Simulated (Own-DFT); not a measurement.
Simulation results for GaP (zincblende, strained, atoms displaced), SiC (3C silicon carbide, strained, atoms displaced)

All values are calculated (Own-DFT development build). A calculation, not a measurement: plane-wave PBE density functional theory by an unreviewed code, no spin, of a simulated periodic cell, stress positive in tension, free energy of the whole cell less one offset for each atom, forces on such cells passed a denser k mesh, this cell's mesh not checked; offsets are fitted by least squares, one for each functional and potential file, so energies compare only between cells with the same atoms and settings and are not formation energies; the far tail of each file's local potential was reset to the Coulomb form; each entry is a single point on an unrelaxed cell, so the pressure reflects the starting lattice, mostly measured values (interpolated for alloys), from which strain is counted, and rises with the displacements; printed positions are rounded, which can move forces by about a meV/angstrom; the program, named Own-DFT, is a retired in-house code; no spin-orbit coupling.

Settings shared by all entries: functional PBE; potential files PseudoDojo norm-conserving, scalar-relativistic, standard set; wave cutoff 42 hartree; occupations Fermi-Dirac; smearing width 0.1 eV.

(1) 
```xyz
64
Lattice="10.8620 0.0000 0.0000 0.0000 10.8620 0.0000 0.0000 0.0000 10.9439" Properties=species:S:1:pos:R:3:force_x:R:1:force_y:R:1:force_z:R:1 formula=GaP hardware=one_NVIDIA_H100 k_mesh=3_x_3_x_3_centred_on_Gamma free_energy_of_cell_above_offsets=-29.474 pressure=4.34 stress_xx=-4.4 stress_yy=-4.7 stress_zz=-3.92 stress_yz=0.7 stress_xz=0.36 stress_xy=-1.79 wall_time=569
Ga    10.8467    10.7536     0.0622      0.738      2.055     -1.108
Ga     0.0318     2.5990     2.8198     -0.094      0.853     -0.216
Ga     2.7995     0.0884     2.7305     -0.564     -1.172     -0.559
Ga     2.6344     2.6256     0.0293      1.532      0.003     -0.019
P      1.3996     1.3521     1.4268     -0.977     -0.726     -0.557
P      1.4671     4.0894     4.0155     -2.034     -1.079      1.401
P      4.0803     1.2798     4.0307      0.558      1.032      2.348
P      3.9246     4.1520     1.3634      2.181     -1.154     -0.834
Ga    10.7953    10.7201     5.6198      1.287      1.375     -1.435
Ga     0.1404     2.8067     8.1927     -0.299     -0.556       0.18
Ga     2.6770    10.7904     8.2324       0.63      0.489     -1.533
Ga     2.7090     2.8246     5.4751      1.314     -0.376     -0.589
P      1.4663     1.4490     6.7818     -1.035     -1.425      0.679
P      1.5061     4.0188     9.6476     -1.813      0.858      0.023
P      4.0664     1.2278     9.5162      0.175      0.549      1.495
P      4.0910     4.1827     6.8151       0.37     -0.858      1.041
Ga    10.7307     5.3151     0.1742      2.213      1.802     -2.139
Ga    10.8096     8.1766     2.6326      0.505     -0.095      1.819
Ga     2.6528     5.3683     2.7526      1.049      2.346     -0.593
Ga     2.5455     8.1828     0.0461      1.809      0.105      0.019
P      1.3196     6.8728     1.4097     -0.325      -1.59     -0.295
P      1.3960     9.6083     3.9881     -0.536     -0.882      1.272
P      4.0360     6.8622     4.1294      0.127     -0.656     -0.697
P      4.0726     9.5431     1.3646       -0.1     -0.581     -0.059
Ga     0.0632     5.3939     5.4514      0.757     -0.351       0.41
Ga     0.0860     8.0977     8.3912      0.532      0.484     -2.419
Ga     2.7007     5.4078     8.2683      1.078       0.62       0.17
Ga     2.8226     8.2221     5.5553     -2.184     -1.074     -1.649
P      1.3922     6.7478     6.9070      0.038      0.642     -0.374
P      1.3658     9.5225     9.5577     -0.433      0.212      0.819
P      4.1308     6.8887     9.6997     -0.369     -0.432     -1.036
P      4.1009     9.4001     6.8214      1.042      2.091      1.542
Ga     5.5004     0.0048     0.0750     -0.765     -0.388     -0.726
Ga     5.4419     2.5988     2.7902     -0.907      1.263     -0.627
Ga     8.1202    10.7981     2.7736     -0.033      0.497      0.385
Ga     8.1290     2.6744    10.8293      0.975     -0.549       1.93
P      6.7729     1.3498     1.3978      1.007      0.294     -0.378
P      6.6017     4.0384     4.1843      2.037     -0.419      -0.65
P      9.4837     1.3741     4.1683     -0.238     -0.862      0.331
P      9.5351     4.0326     1.3819     -2.187     -1.563      1.553
Ga     5.4853     0.0829     5.6191     -1.568     -1.672     -2.052
Ga     5.4604     2.6657     8.3902     -0.358      0.627     -1.639
Ga     8.1420    10.8062     8.2741      -0.03      0.017     -1.105
Ga     8.1696     2.6857     5.6404      0.003      0.783     -1.617
P      6.7514     1.3849     6.7731      0.884      0.235       2.68
P      6.9929     4.0375     9.5351     -2.088      0.845      0.073
P      9.4617     1.3834     9.4995      1.443     -0.531      0.306
P      9.5720     4.0623     6.8251     -0.096      0.426      0.491
Ga     5.6083     5.5009    10.8761     -1.439     -1.047      0.063
Ga     5.4728     8.1103     2.7006     -1.332      0.448       0.33
Ga     7.8959     5.4568     2.6554      2.148     -1.546      1.947
Ga     8.3005     8.2276    10.9054     -0.707     -1.086     -0.579
P      6.7651     6.8019     1.3769      0.716      1.413     -1.399
P      6.7414     9.4170     4.1146      0.671      0.626      0.598
P      9.6650     6.7224     4.1726     -1.946       0.84     -1.528
P      9.5478     9.5584     1.3627     -1.291     -0.457        0.6
Ga     5.4253     5.4767     5.4231     -0.425      0.896      0.614
Ga     5.5296     8.1686     8.2038     -0.859     -1.169     -0.468
Ga     8.1998     5.4575     8.2624     -0.143     -0.265       -2.1
Ga     8.1704     8.0684     5.5092      1.375      0.912     -1.731
P      6.9211     6.8335     6.7632     -1.789     -1.661      1.681
P      6.7444     9.4609     9.5548      1.053      0.744      1.101
P      9.6173     6.7186     9.3847     -0.682     -0.277      3.538
P      9.5465     9.3676     6.8724     -0.603      0.115       1.27
```

Units: free_energy_of_cell_above_offsets in eV; pressure, stress_xx, stress_yy, stress_zz, stress_yz, stress_xz, stress_xy in GPa; wall_time in s; force_x, force_y, force_z in eV/Å.

(2) 
```xyz
96
Lattice="12.9882 0.1871 0.1363 0.1247 8.6456 -0.0340 0.0908 -0.0340 8.6375" Properties=species:S:1:pos:R:3:force_x:R:1:force_y:R:1:force_z:R:1 formula=SiC hardware=one_NVIDIA_H200 k_mesh=3_x_4_x_4_centred_on_Gamma free_energy_of_cell_above_offsets=-5.832 pressure=11.51 stress_xx=-11.16 stress_yy=-11.5 stress_zz=-11.89 stress_yz=-2.7 stress_xz=5.32 stress_xy=8 wall_time=485.1
Si    13.0102     8.7908     0.1217      3.178       0.63      0.395
Si    12.9988     2.4338     2.3420      1.524     -1.596     -0.992
Si     2.1456     0.1055     2.1303      1.308     -0.054       1.71
Si     2.1622     2.1687     0.0263      0.884      0.924     -0.106
C      1.1151     1.1253     1.0374       -2.5       -0.2      1.266
C      1.1937     3.2367     3.2593     -0.429      0.303     -0.101
C      3.3661     1.0497     3.3558     -1.654      1.545      -1.03
C      3.2884     3.2719     1.1556      0.414     -0.377     -0.487
Si     0.1771     8.5961     4.2540      0.401      0.937      1.697
Si    13.0301     2.3913     6.6558      1.438     -1.409     -0.461
Si     2.2064     0.0508     6.5335     -0.131     -0.681     -1.213
Si     2.2523     2.1964     4.3881      0.122     -1.027     -0.096
C      1.1275     1.0654     5.4327     -0.684      0.768     -0.413
C      1.2343     3.2939     7.5869     -1.354     -1.322     -0.458
C      3.2545     1.0732     7.5426      2.501      1.419      1.681
C      3.3273     3.2907     5.4795      2.027     -0.725     -0.753
Si    13.0178     4.5161     0.1227      1.345      1.036      0.376
Si     0.2044     6.5737     2.1224      -1.25     -2.563      0.161
Si     2.2649     4.3977     2.1887      0.433      -0.82      1.359
Si     2.3444     6.4742     8.6275     -0.907      1.332      0.928
C      1.2080     5.3396     1.0809     -1.369      2.249     -0.653
C      1.2896     7.5840     3.2202     -1.402      0.574     -0.756
C      3.3398     5.4869     3.3580      1.732      -1.27     -2.058
C      3.2964     7.6378     1.1225      1.367     -0.449     -1.444
Si    13.0497     4.4638     4.4500      2.282      0.338     -0.454
Si    13.0144     6.6607     6.5703       4.05     -0.242      0.514
Si     2.3111     4.3062     6.5295     -0.237      2.082     -0.056
Si     2.2343     6.5128     4.3130      1.934      0.474      1.417
C      1.2608     5.3419     5.3437     -2.381      0.946      1.385
C      1.2579     7.6159     7.5310     -0.797     -2.176       0.14
C      3.3928     5.4544     7.6381      1.135     -1.244     -2.507
C      3.4665     7.7367     5.3516     -3.937     -5.179      3.643
Si     4.5794     8.6587     8.6133     -2.925      1.812      1.815
Si     4.3697     2.2285     2.3224     -0.411     -1.399     -1.999
Si     6.5522     0.0907     2.2206     -1.296      0.242      0.424
Si     6.4535     2.3294     0.0715       2.62     -2.427       0.42
C      5.4163     1.1741     1.0971      0.372      -0.02      1.088
C      5.4519     3.3102     3.2903      2.218     -0.574     -0.056
C      7.5937     1.1498     3.3890      0.575      1.183     -2.562
C      7.7087     3.3247     1.0678      -1.46      0.381      2.313
Si     4.4970     8.6036     4.3924      3.197      4.176     -1.894
Si     4.4670     2.2530     6.6012     -0.997     -1.889     -1.321
Si     6.7664     8.6971     6.4975     -2.326      1.331      1.912
Si     6.6416     2.3036     4.4461     -2.446     -2.172     -0.431
C      5.5285     1.1040     5.5637     -0.719      1.126     -1.917
C      5.5690     3.2972     7.6407     -0.975      0.996     -1.029
C      7.6770     1.1575     7.5568      0.118      0.539      2.697
C      7.6867     3.2729     5.4595      1.704      2.752      1.393
Si     4.4510     4.2922     8.6657      0.248      1.924      1.125
Si     4.4491     6.6185     2.1885     -0.759     -1.615     -0.254
Si     6.4864     4.4636     2.2508      2.069     -0.309     -1.212
Si     6.7152     6.6024     8.6737     -0.651     -0.671      0.015
C      5.5610     5.5136     1.0268     -1.886      -0.49      1.651
C      5.5094     7.6159     3.2703      2.691     -0.063      0.245
C      7.7012     5.5583     3.2739      0.805      -1.76      0.009
C      7.7538     7.6303     1.1380     -0.321      1.745      -1.18
Si     4.5206     4.3257     4.3685     -2.725      2.031      1.436
Si     4.5217     6.5307     6.4309     -0.709      0.258      1.363
Si     6.6724     4.4204     6.6203     -0.886     -2.371      -2.36
Si     6.7523     6.5608     4.4150     -2.231      0.722     -0.517
C      5.6425     5.3949     5.4552     -0.514      1.219     -0.186
C      5.5654     7.6313     7.6441       2.62     -1.594     -2.882
C      7.6991     5.4093     7.6160      1.743      3.668      0.303
C      7.7821     7.7540     5.4473      0.408     -3.354     -0.645
Si     8.7931     0.1107     8.6874     -2.017      1.186      1.477
Si     8.8030     2.2973     2.2490      -3.01      0.206      0.966
Si    10.9796     8.7874     2.2585     -0.631      0.173      1.504
Si    10.8360     2.2797     0.1253      0.012      1.337     -0.114
C      9.7861     1.2148     1.2582      0.562     -0.757     -1.926
C      9.7778     3.3549     3.4168      3.803     -1.851     -4.343
C     12.0008     1.1917     3.3645     -1.484      1.602     -0.027
C     11.9736     3.4632     1.1571     -1.045     -1.502      0.299
Si     8.6771     0.1342     4.3792      1.434     -0.375      0.581
Si     8.8084     2.2617     6.6206     -2.257      0.481     -1.133
Si    10.8689     0.2120     6.5668      0.122     -0.368      0.297
Si    10.9365     2.3951     4.4795      -2.39     -4.233     -1.819
C      9.7177     1.1962     5.5267      2.881      0.289     -1.673
C      9.8725     3.3591     7.5653      0.742      0.597      2.531
C     12.0325     1.1751     7.7504     -1.955      1.767     -2.034
C     11.9655     3.3787     5.4236      2.072      1.251      3.509
Si     8.6675     4.5547     0.1285      1.054     -2.719     -1.447
Si     8.7866     6.6462     2.2206     -0.183     -1.239      0.615
Si    10.9235     4.5079     2.1989     -1.148     -0.553      1.114
Si    10.9430     6.6340     8.6815      0.011      0.291      1.021
C      9.7740     5.5232     1.1574      1.454       1.25     -0.253
C      9.8794     7.6081     3.3139      0.649      2.055      0.182
C     11.9809     5.4250     3.3624       0.65      3.396     -0.551
C     11.9899     7.7641     1.2060      0.258     -1.867     -0.833
Si     8.8686     4.3994     4.3229     -4.457      3.223      3.532
Si     8.8127     6.5961     6.5140     -0.151     -0.116      0.271
Si    10.9938     4.4423     6.5680     -1.273      0.928      0.127
Si    10.9822     6.6224     4.4419     -0.148     -0.401     -0.807
C      9.8900     5.5409     5.4554      0.124     -0.682      0.667
C      9.8910     7.7617     7.5616      1.372     -2.186      0.292
C     12.0680     5.5856     7.6896     -0.859     -1.117     -0.556
C     12.0472     7.7351     5.5293     -0.389      0.315     -1.874
```

Units: free_energy_of_cell_above_offsets in eV; pressure, stress_xx, stress_yy, stress_zz, stress_yz, stress_xz, stress_xy in GPa; wall_time in s; force_x, force_y, force_z in eV/Å.

(3) 
```xyz
64
Lattice="10.8620 0.0000 0.0000 0.0000 10.8620 0.0000 0.0000 0.0000 10.9361" Properties=species:S:1:pos:R:3:force_x:R:1:force_y:R:1:force_z:R:1 formula=GaP k_mesh=3_x_3_x_3_centred_on_Gamma free_energy_of_cell_above_offsets=-33.710 pressure=3.48 stress_xx=-3.63 stress_yy=-3.63 stress_zz=-3.19 stress_yz=-0.38 stress_xz=-0.81 stress_xy=-0.48
Ga     0.0030    10.8221     0.0055      0.091      0.715     -0.156
Ga    10.8232     2.7788     2.7316      0.024      -0.42      0.117
Ga     2.7523     0.0258     2.7482     -0.588      0.256     -0.184
Ga     2.6900     2.7730    10.8585      0.198     -1.134      1.425
P      1.2698     1.3887     1.4249      0.968     -0.213     -0.797
P      1.3187     4.1029     4.0198      0.742      0.066      1.278
P      4.0562     1.3766     4.0923      0.961     -0.238      0.158
P      4.0587     4.0755     1.3550      0.344      0.102     -0.289
Ga    10.8519     0.1140     5.5329     -0.349     -0.945     -0.829
Ga    10.8441     2.8269     8.1780      0.186     -1.362      0.123
Ga     2.7583     0.0497     8.1869     -0.614     -0.821      0.044
Ga     2.7776     2.6986     5.4965     -0.797      0.293     -0.321
P      1.3569     1.3386     6.8542      0.259      1.147      0.284
P      1.3669     4.0321     9.5861     -0.903      1.121     -0.375
P      4.0163     1.3249     9.6096      0.856      0.421     -0.225
P      4.1412     4.0590     6.8406     -0.924      0.923     -0.133
Ga    10.8410     5.4608    10.9304     -0.287     -0.391     -0.272
Ga    10.7769     8.1673     2.8129      1.389      0.569     -1.042
Ga     2.7022     5.4436     2.6607     -0.114      0.251       0.32
Ga     2.8128     8.1529    10.9328     -1.325      0.202      0.292
P      1.3083     6.7674     1.3068      0.495      0.975       0.64
P      1.4090     9.5392     4.1197     -0.903     -0.004      0.041
P      4.0888     6.8149     4.0907      -0.31     -0.686     -0.196
P      4.0918     9.4917     1.4272     -0.646      0.457     -0.611
Ga     0.0598     5.4489     5.5703     -0.402     -0.414     -1.038
Ga     0.0578     8.1189     8.2093     -0.866      0.327      0.057
Ga     2.6859     5.4523     8.3039      0.817     -0.411     -0.426
Ga     2.7276     8.1529     5.4326     -0.252     -0.272      0.429
P      1.3590     6.7546     6.9302      0.734      0.406     -0.739
P      1.3055     9.4855     9.5615      1.377      0.248      0.106
P      4.0946     6.8119     9.6233      0.267      -0.25     -0.567
P      4.0795     9.5016     6.7983     -0.313     -0.343       0.97
Ga     5.3989    10.8077     0.0334     -0.165      0.312     -0.321
Ga     5.4701     2.7280     2.6795     -0.644     -0.555      0.132
Ga     8.1781     0.0069     2.7354     -0.324     -0.136     -0.487
Ga     8.2092     2.7883     0.0656      -1.08     -1.486     -1.124
P      6.7247     1.2959     1.3418      1.001      0.618      0.131
P      6.7860     3.9782     4.1029      0.373      1.247     -0.617
P      9.4926     1.3817     4.0288     -0.028      0.389      1.113
P      9.4703     4.0632     1.3803      0.796      0.819     -0.108
Ga     5.4380    10.7615     5.5010      0.338      1.336     -0.599
Ga     5.4250     2.7528     8.1815      0.116     -1.228      0.241
Ga     8.1037    10.8433     8.1894      0.705      0.346     -0.095
Ga     8.1389     2.8095     5.5196     -0.251     -1.769     -1.223
P      6.8524     1.3727     6.8130     -0.941     -0.223      0.175
P      6.7275     4.0349     9.5700      0.899      0.386      0.401
P      9.5292     1.3348     9.5276     -0.177       0.51      0.388
P      9.4732     4.0035     6.7729      0.747      1.901       1.11
Ga     5.4688     5.4566     0.0061     -0.237     -0.321      0.106
Ga     5.3711     8.1838     2.7295      1.284     -0.398        0.5
Ga     8.2202     5.4424     2.7231      -0.94       0.09      0.262
Ga     8.1037     8.1406     0.0277      0.564       0.66     -0.366
P      6.8088     6.8394     1.3175     -0.483     -0.647      1.255
P      6.8459     9.5195     4.1200     -0.535     -0.165     -0.611
P      9.5724     6.7842     4.0625      -0.89     -0.407      1.542
P      9.5230     9.5003     1.3205     -0.483     -0.176      0.649
Ga     5.4814     5.4111     5.3901     -0.417      0.027      0.256
Ga     5.4414     8.2018     8.2731      0.019     -0.233     -0.537
Ga     8.1686     5.4197     8.2638     -0.561      0.058     -0.656
Ga     8.1504     8.2027     5.4768      0.043     -1.043      -0.12
P      6.7193     6.7891     6.7981      0.858      0.127      0.573
P      6.8232     9.5669     9.6082     -0.444     -0.533     -0.073
P      9.4701     6.8551     9.5824      0.301      -0.57      -0.17
P      9.5009     9.4666     6.8422      0.443       0.49      0.193
```

Units: free_energy_of_cell_above_offsets in eV; pressure, stress_xx, stress_yy, stress_zz, stress_yz, stress_xz, stress_xy in GPa; force_x, force_y, force_z in eV/Å.
